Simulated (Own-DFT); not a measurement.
# How strain changes the stress of wurtzite GaN, 72 atoms (Ga36N36)

Calculated results; nothing here was measured. They come from Own-DFT, an in-house plane-wave density functional program, since retired, whose code no person has reviewed. Each row is one single-point run on a periodic cell that was not relaxed, without spin or spin-orbit coupling.

Settings of every run: PBE; PseudoDojo norm-conserving scalar-relativistic files (stringent for Ga); cutoff 96 hartree; 4 x 4 x 3 k mesh centred on Gamma; Gaussian smearing of 0.01 eV.

Known limits: forces not confirmed at this smearing and k mesh; stress not checked against mesh or cutoff.

Unstrained cell vectors in Å: (9.567, 0.000, 0.000); (-4.784, 8.285, 0.000); (0.000, 0.000, 10.370). The unstrained cell has measured lattice constants (interpolated for alloys), not those of this functional. That, the random moves and any unrelaxed bonds set the pressure at no strain. Each run strains this cell uniformly, with the atoms carried along. Every atom was also moved at random, by a Gaussian of width 0.05 Å on each axis. Strain is the symmetric tensor, in per cent. Stress is positive in tension, and the pressure is minus a third of its trace.

```
run,e_xx (%),e_yy (%),e_zz (%),s_xx (GPa),s_yy (GPa),s_zz (GPa),P (GPa),E (meV/atom)
1,0.00,0.00,1.25,-6.78,-7.52,-0.46,4.92,5.4
2,0.00,0.00,3.00,-4.09,-5.73,4.77,1.68,2.3
3,0.00,0.00,-1.00,-6.49,-9.42,-11.09,9.00,5.9
4,0.00,0.00,-1.75,-8.41,-8.14,-14.62,10.39,7.3
5,0.00,0.00,0.50,-6.28,-6.48,-5.09,5.95,0.0
6,0.00,0.00,-1.50,-8.91,-7.90,-15.86,10.89,39.2
7,0.00,0.00,1.00,-7.41,-6.79,-2.94,5.71,19.8
8,0.00,0.00,2.00,-5.61,-3.88,-0.18,3.22,4.1
9,0.00,0.00,2.50,?,?,?,?,?
```

E is the free energy for each atom above the lowest run shown.

## Worked fit

The change of volume is close to e_xx + e_yy + e_zz. A straight line through the runs shown gives P = 7.32 - 193 x (fractional change of volume) GPa, with an error of 9 on the slope and a scatter of 0.40 GPa. The strain isn't the same on all axes and the cell isn't cubic, so the slope belongs to this path and is not the bulk modulus.

## Withheld run

Question: what pressure should run 9 give? Its volume changes by 2.50 %.

The line gives 2.5 GPa. The calculation gave 2.57 GPa.
